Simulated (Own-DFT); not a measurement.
# Which defects push the lattice out? zincblende GaAs

The numbers are computed, not measured, by runs of the plane-wave DFT program Own-DFT (in-house, retired, unreviewed) at fixed positions, with no spin and no spin-orbit coupling.

All runs used: PBE; PseudoDojo norm-conserving scalar-relativistic files; cutoff 42 hartree; 3 x 3 x 3 k mesh centred on Gamma; Fermi-Dirac smearing of 0.1 eV.

Keep in mind (not all hold for every row): not probed for a lower state with spin; forces not confirmed at this smearing and k mesh; stress not checked against mesh or cutoff.

All runs share one cell, with vectors in Å (11.737, 0.000, 0.000); (0.000, 11.737, 0.000); (0.000, 0.000, 10.833) and a volume of 1492.4 Å³, strained against the parent crystal. Atoms were moved at random from their sites; u is the rms move along one axis. The defect's site can differ from row to row.

```
cell,formula,u (Å),P (GPa)
no defect,As32Ga32,0.0298,1.27
no defect,As32Ga32,0.0487,1.56
no defect,As32Ga32,0.0506,1.55
one In on a Ga site,As32Ga31In,0.0484,2.12
one In on a Ga site,As32Ga31In,0.0510,2.27
one In on a Ga site,As32Ga31In,0.0523,2.34
one As vacancy and one Ga vacancy,As31Ga31,0.0300,0.98
one As vacancy and one Ga vacancy,As31Ga31,0.0302,0.84
one As vacancy and one Ga vacancy,As31Ga31,0.0519,1.30
one P on an As site,As31Ga32P,0.0283,0.97
one P on an As site,As31Ga32P,0.0305,1.02
one P on an As site,As31Ga32P,0.0312,1.04
one Al on a Ga site,AlAs32Ga31,0.0286,1.20
one Al on a Ga site,AlAs32Ga31,0.0314,?
one Al on a Ga site,AlAs32Ga31,0.0529,1.63
one Al on a Ga site,AlAs32Ga31,0.0541,1.57
```

## Fit

P = P0 + c u² + a shift for each defect gives P0 = 1.07 GPa, c = 203 ± 21 GPa/Å² and a scatter of 0.05 GPa. The shifts, and each times the cell's volume:

- one In on a Ga site: 0.65 ± 0.05 GPa, 6.1 eV
- one Al on a Ga site: -0.04 ± 0.04 GPa, -0.4 eV (not resolved)
- one P on an As site: -0.24 ± 0.05 GPa, -2.3 eV
- one As vacancy and one Ga vacancy: -0.33 ± 0.04 GPa, -3.1 eV

A positive shift means that the defect pushes the cell outwards. Shift times volume (160.2 GPa Å³ is 1 eV) depends little on the cell's size, so, taken for each site, it can be compared between cells at like pressure. The atoms around the defects weren't relaxed, which would change these numbers.

## Check

Asked: what pressure belongs in the blank (one Al on a Ga site, u = 0.0314 Å)?

The fit gives 1.22 ± 0.07 GPa. The hidden result is 1.23 GPa.
